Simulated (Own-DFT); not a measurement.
# Response to strain: wurtzite GaN, 72 atoms (Ga36N36)

All numbers below are calculated, not measured. The program, named Own-DFT, is a retired in-house plane-wave density functional code that no person has reviewed. Each row is one single-point run on a periodic cell that was not relaxed, without spin or spin-orbit coupling.

Settings of every run: PBE; PseudoDojo norm-conserving scalar-relativistic files (stringent for Ga); cutoff 96 hartree; 4 x 4 x 3 k mesh centred on Gamma; Gaussian smearing of 0.01 eV.

Known limits: forces not confirmed at this smearing and k mesh; stress not checked against mesh or cutoff.

Unstrained cell vectors in Å: (9.567, 0.000, 0.000); (-4.784, 8.285, 0.000); (0.000, 0.000, 10.370). The unstrained cell has measured lattice constants (interpolated for alloys), not those of this functional. That, the random moves and any unrelaxed bonds set the pressure at no strain. Each run strains this cell uniformly, with the atoms carried along. Every atom was also moved at random, by a Gaussian of width 0.05 Å on each axis. Strain is the symmetric tensor, in per cent. Stress is positive in tension, and the pressure is minus a third of its trace.

| run | e_xx (%) | e_yy (%) | e_zz (%) | s_xx (GPa) | s_yy (GPa) | s_zz (GPa) | P (GPa) | E (meV/atom) |
|---|---|---|---|---|---|---|---|---|
| 1 | 0.00 | 0.00 | -1.50 | -7.16 | -8.22 | -14.48 | 9.95 | 19.5 |
| 2 | 0.00 | 0.00 | 2.00 | -4.97 | -5.08 | 0.46 | 3.19 | 7.3 |
| 3 | 0.00 | 0.00 | 3.00 | -5.66 | -4.30 | 5.30 | 1.55 | 0.0 |
| 4 | 0.00 | 0.00 | 1.00 | -6.55 | -5.01 | -3.36 | 4.97 | 10.1 |
| 5 | 0.00 | 0.00 | -1.75 | -6.87 | -7.60 | -18.03 | 10.83 | 23.6 |
| 6 | 0.00 | 0.00 | -1.00 | -8.43 | -6.98 | -12.01 | 9.14 | 22.0 |
| 7 | 0.00 | 0.00 | 1.25 | -4.57 | -5.36 | -3.12 | 4.35 | 3.4 |
| 8 | 0.00 | 0.00 | 0.50 | -7.27 | -5.99 | -4.45 | 5.90 | 6.3 |
| 9 | 0.00 | 0.00 | 2.50 | ? | ? | ? | ? | ? |

E is the free energy for each atom above the lowest run shown.

## Worked fit

The change of volume is close to e_xx + e_yy + e_zz. A straight line through the runs shown gives P = 7.10 - 196 x (fractional change of volume) GPa, with an error of 6 on the slope and a scatter of 0.25 GPa. The strain isn't the same on all axes and the cell isn't cubic, so the slope belongs to this path and is not the bulk modulus.

## Withheld run

Question: what pressure should run 9 give? Its volume changes by 2.50 %.

The line gives 2.2 GPa. The calculation gave 2.87 GPa.
